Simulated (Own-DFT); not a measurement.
# Response to strain: beta-Si3N4, 112 atoms (N64Si48)

Source: density functional calculations with Own-DFT, an unreviewed in-house program that is no longer used. Nothing was measured or relaxed, and spin and spin-orbit coupling are left out.

All runs used: PBE; PseudoDojo norm-conserving scalar-relativistic files; cutoff 42 hartree; 2 x 2 x 4 k mesh centred on Gamma; Fermi-Dirac smearing of 0.1 eV.

Caveats: forces on such cells moved up to 12 meV/angstrom on a denser k mesh; stress not checked against mesh or cutoff.

Unstrained cell vectors in Å: (15.212, 0.000, 0.000); (-7.606, 13.174, 0.000); (0.000, 0.000, 5.818). The unstrained cell has measured lattice constants (interpolated for alloys), not those of this functional. That, the random moves and any unrelaxed bonds set the pressure at no strain. In each run the cell takes a homogeneous strain; fractional positions stay. Random moves of width 0.05 Å per axis were added to every atom. Strains are tensor components in per cent; tension counts as positive stress, and P is minus the mean normal stress.

| run | e_xx (%) | e_yy (%) | e_zz (%) | e_yz (%) | e_xz (%) | e_xy (%) | s_xx (GPa) | s_yy (GPa) | s_zz (GPa) | s_yz (GPa) | s_xz (GPa) | s_xy (GPa) | P (GPa) | E (meV/atom) |
|---|---|---|---|---|---|---|---|---|---|---|---|---|---|---|
| 1 | 1.57 | -0.70 | -1.02 | -0.74 | 0.89 | -1.90 | -2.28 | -10.45 | -16.24 | -5.21 | 2.07 | -6.59 | 9.66 | 53.3 |
| 2 | 1.07 | -0.76 | -1.44 | 0.92 | 1.48 | -0.15 | -3.81 | -13.26 | -20.57 | 3.85 | 4.67 | -0.34 | 12.54 | 56.0 |
| 3 | -0.18 | 1.03 | -0.72 | 0.48 | 1.22 | 1.01 | -4.97 | -4.60 | -17.16 | 0.93 | 4.26 | 4.62 | 8.91 | 50.7 |
| 4 | 0.83 | 1.53 | -1.49 | -0.97 | -1.82 | -1.46 | -2.37 | 0.78 | -19.39 | -4.37 | -5.71 | -6.70 | 7.00 | 41.0 |
| 5 | 1.81 | 1.28 | 0.57 | 0.18 | -0.71 | -0.27 | 4.11 | 3.09 | -4.14 | 1.03 | -1.95 | -0.87 | -1.02 | 0.0 |
| 6 | -0.44 | 1.44 | 1.99 | -0.07 | -1.15 | -0.71 | -4.90 | -0.01 | 3.27 | -0.07 | -4.15 | -3.49 | 0.54 | 13.8 |
| 7 | 1.21 | 1.82 | 1.35 | 1.99 | -1.21 | -1.12 | 1.87 | 4.10 | -0.36 | 4.71 | -4.52 | -3.58 | -1.87 | 29.8 |
| 8 | 0.42 | -0.20 | 1.51 | 1.52 | 1.35 | 0.86 | -4.56 | -5.83 | -1.29 | 6.94 | 3.90 | 1.90 | 3.90 | 30.8 |
| 9 | -0.73 | -0.48 | 1.36 | 1.16 | -0.82 | -0.77 | -12.01 | -10.46 | -1.59 | 2.10 | -2.90 | -4.71 | 8.02 | 39.7 |
| 10 | 0.15 | -0.71 | -1.63 | -1.02 | 1.73 | -1.69 | -9.78 | -11.07 | -24.55 | -2.86 | 7.18 | -6.77 | 15.13 | 78.4 |
| 11 | -1.76 | 0.85 | -1.95 | 0.63 | -0.64 | -1.63 | -20.16 | -5.68 | -25.39 | 1.99 | -3.26 | -6.50 | 17.08 | 71.0 |
| 12 | 0.22 | 0.12 | -0.07 | -1.67 | 1.92 | 1.71 | -6.16 | -8.43 | -8.74 | -6.75 | 6.36 | 6.95 | 7.78 | 35.0 |
| 13 | 0.77 | -0.51 | 1.74 | 1.67 | 0.33 | -1.79 | -3.04 | -6.23 | -0.52 | 4.99 | -0.43 | -6.02 | 3.26 | 35.3 |
| 14 | -0.76 | -0.73 | -0.89 | -0.09 | -0.98 | 0.74 | -12.69 | -13.69 | -16.73 | -2.07 | -3.14 | 2.93 | 14.37 | 32.7 |
| 15 | -0.30 | 1.38 | -0.82 | -0.92 | 0.19 | -0.31 | -9.14 | -2.09 | -13.86 | -3.81 | 0.69 | -0.91 | 8.36 | 41.0 |
| 16 | -0.48 | -0.21 | -1.85 | 1.02 | -1.17 | -0.27 | -14.67 | -10.00 | -23.85 | 4.16 | -4.80 | -1.53 | 16.17 | 64.6 |
| 17 | -1.18 | -1.04 | 1.27 | -0.52 | -0.51 | 0.35 | -12.80 | -13.70 | -6.30 | -3.08 | -1.77 | 1.64 | 10.93 | 35.4 |
| 18 | -1.68 | -0.96 | 1.09 | 0.53 | 0.91 | 1.84 | ? | ? | ? | ? | ? | ? | ? | ? |

E is the free energy per atom, counted from the lowest run shown.

## Worked fit

Least squares on the runs shown: each stress against a constant and the strains, taken as fractions with shears doubled. Shear strains stay in the fit of a normal stress only where such slopes are resolved. The slopes, in GPa:

```
stress  at no strain  per e_xx  per e_yy  per e_zz  scatter
  s_xx          -7.8  536 ± 37  138 ± 36  120 ± 26     1.43
  s_yy          -7.6  132 ± 33  516 ± 32   81 ± 23     1.27
  s_zz         -11.1   87 ± 39   90 ± 39  662 ± 27     1.52
```

The slope of each shear stress on twice its own strain, from a fit on all six strains: yz 190 ± 17, xz 167 ± 9, xy 192 ± 12 GPa. These are stiffnesses along x, y and z of the frame in which the cell vectors are given, with the crystal's c axis along z: C11, C12, C13 and C33. Hexagonal symmetry asks that xx and yy behave alike, which is a second check on the noise. No internal relaxation is included, and where it is allowed it would reduce some of the slopes. The table should be nearly symmetric about its diagonal, and what it lacks of that shows the noise. A ninth of the table's sum, 263 ± 6 GPa, estimates the bulk modulus near the mean pressure of these runs, 8.3 GPa, so it lies above the value at zero pressure.

## Check

Q: what normal stresses and pressure should run 18 give?

The fit gives s_xx = -16.8, s_yy = -13.9, s_zz = -6.3 and P = 12.3 GPa. The hidden result is -19.11, -13.21, -8.11 and P = 13.48 GPa.
